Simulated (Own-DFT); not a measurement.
## Calculated data, GaN (wurtzite, strained, atoms displaced)

Computed with Own-DFT development build. A calculation, not a measurement: plane-wave PBE density functional theory by an unreviewed code, no spin, of a simulated periodic cell, stress positive in tension, free energy of the whole cell less one offset for each atom, forces on such cells passed a denser k mesh, this cell's mesh not checked; offsets are fitted by least squares, one for each functional and potential file, so energies compare only between cells with the same atoms and settings and are not formation energies; the far tail of each file's local potential was reset to the Coulomb form; each entry is a single point on an unrelaxed cell, so the pressure reflects the starting lattice, mostly measured values (interpolated for alloys), from which strain is counted, and rises with the displacements; printed positions are rounded, which can move forces by about a meV/angstrom; the program, named Own-DFT, is a retired in-house code; no spin-orbit coupling.

Settings shared by all entries: functional PBE; potential files PseudoDojo norm-conserving, scalar-relativistic, standard set with the stringent files for Ga; wave cutoff 96 hartree; occupations Gaussian; smearing width 0.01 eV; k mesh 3 x 4 x 3 centred on Gamma.

```yaml
- entry: 1
  formula: GaN
  kind: "wurtzite, strained, atoms displaced"
  structure:
    cell_angstrom: [[12.756, 0.0, 0.0], [-4.7835, 8.2853, 0.0], [0.0, 0.0, 10.4478]]
    atoms_fractional:
      - [Ga, 0.0831, 0.21655, 0.99918]
      - [Ga, 0.16664, 0.10315, 0.23944]
      - ["N", 0.08158, 0.2173, 0.18962]
      - ["N", 0.17192, 0.11118, 0.43809]
      - [Ga, 0.09067, 0.22907, 0.49898]
      - [Ga, 0.15701, 0.10654, 0.74853]
      - ["N", 0.08368, 0.22231, 0.68705]
      - ["N", 0.16301, 0.1054, 0.92881]
      - [Ga, 0.08555, 0.56137, 0.00241]
      - [Ga, 0.17905, 0.44505, 0.24597]
      - ["N", 0.08584, 0.56074, 0.19088]
      - ["N", 0.16751, 0.43854, 0.43693]
      - [Ga, 0.08754, 0.55901, 0.50351]
      - [Ga, 0.1711, 0.44555, 0.75505]
      - ["N", 0.07429, 0.5387, 0.69087]
      - ["N", 0.17313, 0.44114, 0.92896]
      - [Ga, 0.08259, 0.88974, 0.00786]
      - [Ga, 0.17438, 0.77642, 0.25275]
      - ["N", 0.0848, 0.88764, 0.19107]
      - ["N", 0.16483, 0.76907, 0.43835]
      - [Ga, 0.08814, 0.89131, 0.49141]
      - [Ga, 0.15706, 0.77123, 0.75022]
      - ["N", 0.08544, 0.88649, 0.69395]
      - ["N", 0.16575, 0.78504, 0.9356]
      - [Ga, 0.32876, 0.2223, 0.00531]
      - [Ga, 0.41614, 0.10583, 0.25099]
      - ["N", 0.32777, 0.22949, 0.18379]
      - ["N", 0.42148, 0.10616, 0.43957]
      - [Ga, 0.33704, 0.22775, 0.50015]
      - [Ga, 0.41386, 0.11075, 0.74271]
      - ["N", 0.33115, 0.22385, 0.68323]
      - ["N", 0.41186, 0.10059, 0.94173]
      - [Ga, 0.32918, 0.55117, 0.00667]
      - [Ga, 0.41236, 0.43874, 0.25822]
      - ["N", 0.33365, 0.55712, 0.19221]
      - ["N", 0.41115, 0.44678, 0.44561]
      - [Ga, 0.33178, 0.54897, 0.49912]
      - [Ga, 0.41944, 0.44654, 0.7394]
      - ["N", 0.33684, 0.55612, 0.67746]
      - ["N", 0.41639, 0.44177, 0.93722]
      - [Ga, 0.33417, 0.88534, 0.998]
      - [Ga, 0.42283, 0.76796, 0.25388]
      - ["N", 0.34129, 0.89648, 0.18569]
      - ["N", 0.41781, 0.7809, 0.44103]
      - [Ga, 0.32899, 0.88056, 0.49428]
      - [Ga, 0.41233, 0.77762, 0.74812]
      - ["N", 0.3361, 0.89264, 0.68833]
      - ["N", 0.41197, 0.78254, 0.94054]
      - [Ga, 0.58181, 0.22177, 0.00031]
      - [Ga, 0.6708, 0.12802, 0.25306]
      - ["N", 0.57859, 0.22585, 0.19318]
      - ["N", 0.66546, 0.10902, 0.43852]
      - [Ga, 0.57908, 0.21129, 0.4982]
      - [Ga, 0.67045, 0.11624, 0.75711]
      - ["N", 0.58092, 0.22965, 0.69044]
      - ["N", 0.66732, 0.11322, 0.94474]
      - [Ga, 0.58004, 0.55246, 0.00122]
      - [Ga, 0.66358, 0.4337, 0.24631]
      - ["N", 0.57996, 0.54906, 0.19645]
      - ["N", 0.67356, 0.44906, 0.44177]
      - [Ga, 0.58812, 0.56045, 0.48958]
      - [Ga, 0.66695, 0.44083, 0.74968]
      - ["N", 0.58045, 0.54955, 0.67512]
      - ["N", 0.6668, 0.44536, 0.94426]
      - [Ga, 0.58019, 0.89024, 0.99201]
      - [Ga, 0.66701, 0.76317, 0.24444]
      - ["N", 0.57796, 0.88056, 0.19013]
      - ["N", 0.66717, 0.77873, 0.43722]
      - [Ga, 0.58066, 0.89724, 0.49456]
      - [Ga, 0.67061, 0.7827, 0.74372]
      - ["N", 0.58795, 0.8889, 0.68786]
      - ["N", 0.66382, 0.77615, 0.93625]
      - [Ga, 0.82345, 0.21784, 0.0039]
      - [Ga, 0.91938, 0.11526, 0.24841]
      - ["N", 0.83027, 0.22686, 0.18943]
      - ["N", 0.91689, 0.10811, 0.44218]
      - [Ga, 0.83572, 0.22197, 0.48992]
      - [Ga, 0.91591, 0.10445, 0.75024]
      - ["N", 0.83061, 0.22557, 0.69039]
      - ["N", 0.92038, 0.107, 0.94084]
      - [Ga, 0.82874, 0.5489, 0.00827]
      - [Ga, 0.91361, 0.44257, 0.24784]
      - ["N", 0.83568, 0.56046, 0.17761]
      - ["N", 0.92184, 0.4538, 0.43851]
      - [Ga, 0.83803, 0.55147, 0.49126]
      - [Ga, 0.92011, 0.44936, 0.75447]
      - ["N", 0.83432, 0.55361, 0.69272]
      - ["N", 0.91641, 0.44287, 0.93455]
      - [Ga, 0.83158, 0.88243, 0.00405]
      - [Ga, 0.91032, 0.77146, 0.24031]
      - ["N", 0.82141, 0.88004, 0.18244]
      - ["N", 0.9082, 0.76964, 0.4397]
      - [Ga, 0.83689, 0.88802, 0.50346]
      - [Ga, 0.91283, 0.76542, 0.75521]
      - ["N", 0.84, 0.88958, 0.68091]
      - ["N", 0.91793, 0.78, 0.93291]
  results:
    "free_energy_of_cell_above_offsets [eV]": "-4.674"
    "pressure [GPa]": 5.8
    "stress_xx [GPa]": -5.99
    "stress_yy [GPa]": -7.23
    "stress_zz [GPa]": -4.19
    "stress_yz [GPa]": -0.46
    "stress_xz [GPa]": 0.39
    "stress_xy [GPa]": -0.73
    force_element: [Ga, Ga, "N", "N", Ga, Ga, "N", "N", Ga, Ga, "N", "N", Ga, Ga, "N", "N", Ga, Ga, "N", "N", Ga, Ga, "N", "N", Ga, Ga, "N", "N", Ga, Ga, "N", "N", Ga, Ga, "N", "N", Ga, Ga, "N", "N", Ga, Ga, "N", "N", Ga, Ga, "N", "N", Ga, Ga, "N", "N", Ga, Ga, "N", "N", Ga, Ga, "N", "N", Ga, Ga, "N", "N", Ga, Ga, "N", "N", Ga, Ga, "N", "N", Ga, Ga, "N", "N", Ga, Ga, "N", "N", Ga, Ga, "N", "N", Ga, Ga, "N", "N", Ga, Ga, "N", "N", Ga, Ga, "N", "N"]
    "force_x [eV/angstrom]": [-0.041, -0.759, 0.373, -0.37, -0.388, 1.562, -0.506, 0.305, -0.009, -3.272, 0.545, -0.537, 0.118, 0.035, 1.803, -1.246, -0.048, -0.307, -0.208, -0.092, -1.167, 1.685, -1.308, 0.521, 0.781, -0.857, 1.382, -1.996, 0.32, -0.366, -0.179, -0.134, 1.169, 0.399, 1.436, 2.371, -1.238, -0.061, -0.986, -0.491, -1.753, -1.433, -0.367, -0.202, 0.275, 1.097, -0.959, 1.825, -1.087, -0.47, 0.936, 0.448, 0.637, -0.672, 1.027, -1.033, -0.197, -0.148, -0.104, -0.596, -0.138, -0.521, 0.887, -0.248, 0.291, -2.274, 1.523, -0.212, 1.769, 0.385, -1.463, 0.225, 2.739, -0.672, 0.863, 0.498, -0.294, -0.575, 1.016, -1.616, 0.743, 0.942, -0.149, 1.194, -1.485, -1.251, -0.162, 0.011, -0.328, 0.185, 2.219, 1.712, -0.931, 0.132, -0.394, -0.08]
    "force_y [eV/angstrom]": [0.425, 0.89, 0.61, 0.064, -1.691, 0.128, 0.342, 0.423, -0.433, -1.165, -1.167, 1.438, -1.602, -0.315, 2.079, 0.158, -0.192, 0.4, -1.126, 1.029, -0.647, 0.079, -0.108, -1.078, -0.414, 0.645, -0.79, -0.014, -1.057, 0.377, -0.489, 1.918, 0.721, 0.502, -0.238, -0.653, 1.684, -0.27, 0.27, 0.307, 0.61, 1.744, -1.692, -1.271, 0.832, -0.041, -1.126, -1.905, -0.281, -2.781, -1.247, 1.37, 2.203, -0.39, -1.772, -0.411, 0.233, 2.424, -1.21, -1.638, -0.299, 1.332, 0.986, -0.399, -0.895, 1.556, 1.492, 0.746, -1.693, -1.219, 0.789, 0.009, 0.935, -1.071, -0.385, 0.591, 0.34, 0.998, -0.339, 0.025, 0.792, 1.484, -1.41, -1.692, 0.757, -1.57, -0.495, -0.08, 0.359, 1.288, 1.564, 1.037, -0.296, 1.329, -0.508, -0.749]
    "force_z [eV/angstrom]": [-0.315, 2.001, -0.626, -0.987, 0.456, -0.634, -0.192, 2.117, -0.592, 1.204, -0.414, -0.673, 0.149, -2.28, -0.699, 2.957, -1.699, -0.621, 0.036, -0.327, 1.322, 0.078, -1.842, 0.74, -2.321, 0.193, 1.243, -0.719, 0.123, 1.272, 0.646, -0.597, -1.337, -0.201, -0.866, -1.869, 0.089, 1.028, 1.961, -0.182, 0.606, 0.239, 0.559, -0.67, 1.359, -0.017, -0.824, -1.0, -0.057, -0.207, -1.24, -0.65, 1.242, -1.212, -0.445, -0.669, -0.031, 1.458, -1.066, -1.39, 0.879, 0.001, 1.337, -0.635, 1.451, 1.629, -0.84, -0.487, 1.138, 0.071, -0.006, -0.179, -0.707, 0.607, 0.015, -1.242, 1.956, -0.034, -0.596, 0.021, -3.962, 0.388, 3.22, -1.135, 2.194, -0.479, -1.048, 1.96, -1.826, 1.745, 0.853, -1.493, -1.185, -1.311, 1.868, 2.231]
- entry: 2
  formula: GaN
  kind: "wurtzite, strained, atoms displaced"
  structure:
    cell_angstrom: [[12.756, 0.0, 0.0], [-4.7835, 8.2853, 0.0], [0.0, 0.0, 10.4478]]
    atoms_fractional:
      - [Ga, 0.07937, 0.21339, 0.99486]
      - [Ga, 0.16623, 0.11081, 0.24507]
      - ["N", 0.08459, 0.22366, 0.19491]
      - ["N", 0.17048, 0.10607, 0.43429]
      - [Ga, 0.08669, 0.23061, 0.49557]
      - [Ga, 0.16463, 0.11385, 0.75678]
      - ["N", 0.08329, 0.22155, 0.68429]
      - ["N", 0.17168, 0.11382, 0.9371]
      - [Ga, 0.08707, 0.56476, 0.0041]
      - [Ga, 0.1687, 0.44904, 0.25059]
      - ["N", 0.07666, 0.54979, 0.18636]
      - ["N", 0.15791, 0.44154, 0.4373]
      - [Ga, 0.08252, 0.54733, 0.49614]
      - [Ga, 0.16723, 0.4403, 0.74787]
      - ["N", 0.0933, 0.57508, 0.69194]
      - ["N", 0.16853, 0.44526, 0.93755]
      - [Ga, 0.08336, 0.88801, 0.99182]
      - [Ga, 0.16587, 0.77746, 0.25203]
      - ["N", 0.08399, 0.89122, 0.19504]
      - ["N", 0.16772, 0.77084, 0.43691]
      - [Ga, 0.07868, 0.88312, 0.49163]
      - [Ga, 0.17591, 0.78912, 0.74933]
      - ["N", 0.09153, 0.89052, 0.69238]
      - ["N", 0.16211, 0.77593, 0.93965]
      - [Ga, 0.32406, 0.21364, 0.99606]
      - [Ga, 0.41294, 0.11483, 0.2427]
      - ["N", 0.33226, 0.21751, 0.18919]
      - ["N", 0.42188, 0.1177, 0.43603]
      - [Ga, 0.33616, 0.22029, 0.50047]
      - [Ga, 0.41931, 0.11505, 0.75335]
      - ["N", 0.33362, 0.2225, 0.68551]
      - ["N", 0.41365, 0.1101, 0.94043]
      - [Ga, 0.34204, 0.55014, 0.99792]
      - [Ga, 0.41725, 0.43788, 0.25713]
      - ["N", 0.33473, 0.54424, 0.19086]
      - ["N", 0.4219, 0.45114, 0.44139]
      - [Ga, 0.32877, 0.55362, 0.50096]
      - [Ga, 0.41911, 0.44764, 0.74979]
      - ["N", 0.32938, 0.55836, 0.69443]
      - ["N", 0.41886, 0.4447, 0.94239]
      - [Ga, 0.32362, 0.87795, 0.00119]
      - [Ga, 0.41353, 0.77154, 0.25766]
      - ["N", 0.33305, 0.88659, 0.19246]
      - ["N", 0.41896, 0.78031, 0.44768]
      - [Ga, 0.33471, 0.88632, 0.49977]
      - [Ga, 0.41238, 0.77821, 0.74723]
      - ["N", 0.33525, 0.89008, 0.69065]
      - ["N", 0.42588, 0.78679, 0.93523]
      - [Ga, 0.58113, 0.22838, 0.99283]
      - [Ga, 0.67079, 0.1238, 0.25137]
      - ["N", 0.58473, 0.21827, 0.18842]
      - ["N", 0.66973, 0.11675, 0.42981]
      - [Ga, 0.58142, 0.21516, 0.49653]
      - [Ga, 0.67009, 0.11319, 0.74421]
      - ["N", 0.58176, 0.21748, 0.68598]
      - ["N", 0.67315, 0.10743, 0.94053]
      - [Ga, 0.58579, 0.56686, 0.99446]
      - [Ga, 0.67019, 0.43479, 0.26052]
      - ["N", 0.58284, 0.55528, 0.17912]
      - ["N", 0.67199, 0.44642, 0.43933]
      - [Ga, 0.57551, 0.56061, 0.50289]
      - [Ga, 0.67262, 0.44667, 0.75387]
      - ["N", 0.58416, 0.55216, 0.68916]
      - ["N", 0.67002, 0.44562, 0.93851]
      - [Ga, 0.57602, 0.87885, 0.99678]
      - [Ga, 0.66804, 0.78674, 0.24963]
      - ["N", 0.59041, 0.89495, 0.19111]
      - ["N", 0.66484, 0.78387, 0.43953]
      - [Ga, 0.57687, 0.8874, 0.50665]
      - [Ga, 0.66754, 0.78002, 0.75234]
      - ["N", 0.584, 0.89015, 0.6843]
      - ["N", 0.66394, 0.77301, 0.93661]
      - [Ga, 0.83118, 0.21583, 0.99356]
      - [Ga, 0.91552, 0.10746, 0.25631]
      - ["N", 0.83283, 0.22525, 0.1813]
      - ["N", 0.91689, 0.1133, 0.43862]
      - [Ga, 0.83183, 0.22203, 0.50175]
      - [Ga, 0.92033, 0.10729, 0.76463]
      - ["N", 0.8273, 0.21026, 0.69404]
      - ["N", 0.91664, 0.10187, 0.93928]
      - [Ga, 0.83666, 0.56278, 0.00276]
      - [Ga, 0.91025, 0.44066, 0.2485]
      - ["N", 0.83094, 0.55683, 0.17674]
      - ["N", 0.91389, 0.44867, 0.43319]
      - [Ga, 0.82781, 0.55221, 0.49498]
      - [Ga, 0.91696, 0.43991, 0.75244]
      - ["N", 0.83854, 0.56589, 0.69845]
      - ["N", 0.9145, 0.44807, 0.94201]
      - [Ga, 0.84341, 0.89678, 0.99999]
      - [Ga, 0.91616, 0.7711, 0.25213]
      - ["N", 0.83254, 0.89312, 0.18683]
      - ["N", 0.91232, 0.7822, 0.43308]
      - [Ga, 0.8381, 0.89829, 0.5097]
      - [Ga, 0.91288, 0.77504, 0.74941]
      - ["N", 0.83962, 0.89066, 0.68297]
      - ["N", 0.92746, 0.78718, 0.946]
  results: {}
```

To be estimated
1. GaN (wurtzite, strained, atoms displaced) (entry 2): stress zz?

Answers
1. -4.26 GPa

Further results for GaN (wurtzite, strained, atoms displaced) (entry 2):

* free energy of cell above offsets: -4.604 eV
* pressure: 5.73 GPa
* stress xx: -7.32 GPa
* stress yy: -5.6 GPa
* stress yz: -0.23 GPa
* stress xz: -0.7 GPa
* stress xy: -0.72 GPa

Force:
```csv
element,x (eV/Å),y (eV/Å),z (eV/Å)
Ga,0.518,2.034,1.821
Ga,-0.033,0.084,0.942
N,-0.419,-0.13,-1.219
N,-0.839,0.919,0.4
Ga,0.592,-2.405,0.27
Ga,0.989,-0.437,-2.268
N,-0.35,-0.041,0.546
N,-2.108,-1.104,0.056
Ga,-0.19,-2.117,-0.657
Ga,-0.347,-0.584,-0.969
N,0.739,0.855,0.809
N,2.387,0.514,-0.494
Ga,-2.11,1.741,1.498
Ga,-1.342,0.773,0.79
N,-0.217,-3.084,-0.962
N,0.042,-0.33,0.309
Ga,1.229,0.981,2.12
Ga,-0.051,-0.31,-0.287
N,0.092,-0.704,-1.426
N,-0.335,0.355,0.313
Ga,0.792,0.318,1.149
Ga,-0.787,-0.65,0.44
N,-2.015,0.522,-0.741
N,0.865,0.592,-0.563
Ga,2.522,2.026,1.41
Ga,2.039,-0.888,0.917
N,-1.034,0.777,-0.972
N,-0.559,-1.202,-0.366
Ga,-0.498,-0.052,-0.006
Ga,-0.28,-0.224,-0.418
N,-0.185,0.288,0.886
N,-0.021,-0.503,-0.122
Ga,-2.432,1.036,0.712
Ga,0.839,0.659,-1.312
N,-0.867,1.17,0.021
N,-2.004,-1.439,-0.204
Ga,0.244,0.03,0.5
Ga,-0.259,-0.451,0.227
N,1.397,-0.435,-1.292
N,0.792,-1.256,-1.473
Ga,1.587,1.006,0.414
Ga,1.108,0.673,-0.957
N,-0.005,-0.317,-0.523
N,-0.921,-1.243,-1.139
Ga,-1.137,0.93,0.184
Ga,1.186,0.353,0.652
N,0.255,1.105,-0.69
N,-2.949,-2.12,-0.353
Ga,1.378,-0.917,1.246
Ga,0.832,-1.819,-1.381
N,-1.512,0.694,-0.766
N,0.003,-0.698,2.046
Ga,0.31,1.084,0.498
Ga,-1.632,-1.093,1.751
N,0.342,0.816,0.142
N,-2.237,-0.492,-1.304
Ga,1.024,-2.444,1.325
Ga,-1.523,1.128,-2.443
N,0.345,-0.102,1.843
N,-2.197,-0.788,0.573
Ga,2.776,1,0.133
Ga,-0.523,-0.504,-0.527
N,-0.063,0.656,0.104
N,-0.571,0.735,-0.312
Ga,2.16,2.431,1.791
Ga,0.618,-1.469,0.235
N,-2.037,-0.202,-0.583
N,0.591,-0.096,0.415
Ga,1.935,1.036,-1.493
Ga,0.08,-0.215,-0.778
N,-0.111,-0.355,1.361
N,0.969,2.223,-0.621
Ga,0.233,1.498,1.274
Ga,-0.388,0.693,-1.136
N,0.812,-0.433,0.679
N,0.056,0.448,0.671
Ga,0.1,0.101,-0.116
Ga,-0.483,0.172,-3.3
N,2.179,1.756,-0.99
N,-0.316,1.741,0.319
Ga,-0.215,-0.6,-1.572
Ga,0.424,0.21,-0.884
N,0.298,-0.212,3.064
N,0.618,-0.558,0.91
Ga,1.171,1.61,1.605
Ga,0.276,1.164,0.225
N,0.251,-2.355,-1.906
N,1.236,-0.574,-0.652
Ga,-1.232,-2.557,1.436
Ga,-0.932,0.843,-1.122
N,0.966,-0.432,0.013
N,0.49,-0.686,1.124
Ga,-0.879,-0.747,-2.65
Ga,1.807,1.608,0.759
N,-0.922,0.181,2.75
N,-2.424,-1.198,-1.731
```
